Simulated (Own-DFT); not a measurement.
# One host, several defects: zincblende GaP

Calculated, not measured: single-point runs of Own-DFT, a retired in-house plane-wave DFT program that no person has reviewed, on unrelaxed cells, without spin or spin-orbit coupling.

All runs used: PBE; PseudoDojo norm-conserving scalar-relativistic files; cutoff 42 hartree; 2 x 3 x 3 k mesh centred on Gamma; Fermi-Dirac smearing of 0.1 eV.

Known weak points (not all hold for every row): not probed for a lower state with spin; forces on such cells failed a check on a denser k mesh; forces on such cells moved up to 12 meV/angstrom on a denser k mesh; forces on such cells passed a denser k mesh, each cell not checked; stress not checked against mesh or cutoff.

All runs share one cell, with vectors in Å (16.352, 0.000, 0.000); (0.000, 10.901, 0.000); (0.000, 0.000, 10.901) and a volume of 1943.1 Å³. u is the rms random offset of the atoms per axis. The defect's site can differ from row to row.

```
                   cell  formula   u (Å)  P (GPa)
              no defect  Ga48P48  0.0223     2.73
              no defect  Ga48P48  0.0499     3.23
              no defect  Ga48P48  0.0529     3.33
     one Ga on a P site  Ga49P47  0.0296     3.14
     one Ga on a P site  Ga49P47  0.0309     3.20
     one Ga on a P site  Ga49P47  0.0467     3.52
     one Ga on a P site  Ga49P47  0.0477        ?
     one P on a Ga site  Ga47P49  0.0293     2.89
     one P on a Ga site  Ga47P49  0.0315     2.96
     one P on a Ga site  Ga47P49  0.0488     3.30
        two P vacancies  Ga48P46  0.0309     2.53
        two P vacancies  Ga48P46  0.0475     2.80
        two P vacancies  Ga48P46  0.0497     2.72
two P on a Ga site each  Ga46P50  0.0295     2.92
two P on a Ga site each  Ga46P50  0.0305     3.00
two P on a Ga site each  Ga46P50  0.0520     3.48
```

## What the rows give

P = P0 + c u² + a shift for each defect gives P0 = 2.61 GPa, c = 254 ± 18 GPa/Å² and a scatter of 0.05 GPa. The shifts, and each times the cell's volume:

- one Ga on a P site: 0.34 ± 0.05 GPa, 4.2 eV
- two P on a Ga site each: 0.15 ± 0.05 GPa, 1.8 eV (0.9 eV for each of its 2 sites)
- one P on a Ga site: 0.09 ± 0.05 GPa, 1.1 eV (not resolved)
- two P vacancies: -0.40 ± 0.04 GPa, -4.9 eV (-2.5 eV for each of its 2 sites)

A positive shift means that the defect pushes the cell outwards. Shift times volume (160.2 GPa Å³ is 1 eV) depends little on the cell's size, so, taken for each site, it can be compared between cells at like pressure. The atoms around the defects weren't relaxed, which would change these numbers.

## Check

Q: what pressure belongs in the blank (one Ga on a P site, u = 0.0477 Å)?

From the fit: 3.53 ± 0.07 GPa. Computed: 3.46 GPa.
